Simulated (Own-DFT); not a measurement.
# What a change of functional does to the pressure

All numbers below are calculated, not measured. They come from Own-DFT, an in-house plane-wave density functional program, since retired, whose code no person has reviewed. Each row is one single-point run on a periodic cell that was not relaxed, without spin or spin-orbit coupling.

Known limits, some of them of some rows only: forces on such cells failed a check on a denser k mesh; forces on such cells moved up to 12 meV/angstrom on a denser k mesh; stress not checked against mesh or cutoff.

Each cell was run twice at the same cutoff, k mesh and smearing, with PBE and with PBEsol, on PseudoDojo norm-conserving files made for PBE. Atoms were moved at random from their sites; u is the rms move along one axis. Files made for PBEsol would give a somewhat different change.

| cell | atoms | volume (Å³/atom) | u (Å) | cutoff (hartree) | P with PBE (GPa) | P with PBEsol (GPa) | change (GPa) |
|---|---|---|---|---|---|---|---|
| C40 NbSi2 (Nb12Si24) | 36 | 14.64 | 0.050 | 42 | 2.44 | -1.22 | -3.66 |
| C40 NbSi2 (Nb12Si24) | 36 | 14.15 | 0.049 | 42 | 9.88 | 6.07 | -3.81 |
| C40 NbSi2 (Nb12Si24) | 36 | 14.64 | 0.155 | 42 | 13.59 | 9.92 | -3.67 |
| D0_22 TiAl3 (Al30Ti10) | 40 | 15.67 | 0.051 | 42 | 2.47 | 0.58 | -1.90 |
| D0_22 TiAl3 (Al30Ti10) | 40 | 15.63 | 0.109 | 42 | 5.29 | 3.39 | -1.91 |
| D0_22 TiAl3 (Al30Ti10) | 40 | 15.70 | 0.053 | 42 | 2.74 | 0.84 | -1.90 |
| L1_0 TiAl (Al16Ti16) | 32 | 16.06 | 0.170 | 42 | 8.89 | 6.02 | -2.87 |
| L1_0 TiAl (Al16Ti16) | 32 | 16.00 | 0.059 | 42 | 2.57 | -0.29 | -2.86 |
| L1_0 TiAl (Al16Ti16) | 32 | 16.06 | 0.094 | 42 | 3.44 | ? | ? |
| beta-Si3N4 (N64Si48) | 112 | 9.87 | 0.052 | 42 | 24.22 | 21.71 | -2.50 |
| beta-Si3N4 (N64Si48) | 112 | 10.18 | 0.054 | 42 | 15.61 | 13.15 | -2.45 |
| beta-Si3N4 (N64Si48) | 112 | 10.10 | 0.047 | 42 | 16.70 | 14.24 | -2.46 |

## Worked reading

Mean change of pressure by composition, in GPa: NbSi2, -3.71; AlTi, -2.86; N4Si3, -2.47; Al3Ti, -1.90. At a fixed cell PBEsol gives the lower pressure, because it favours a smaller volume than PBE. Here the change varies more between materials than between cells of one material.

## Withheld value

Question: what PBEsol pressure should the Al16Ti16 cell with the blank give?

Adding the mean change of the cells with its composition, -2.86 GPa, to 3.44 gives 0.6 GPa. The calculation gave 0.59 GPa.
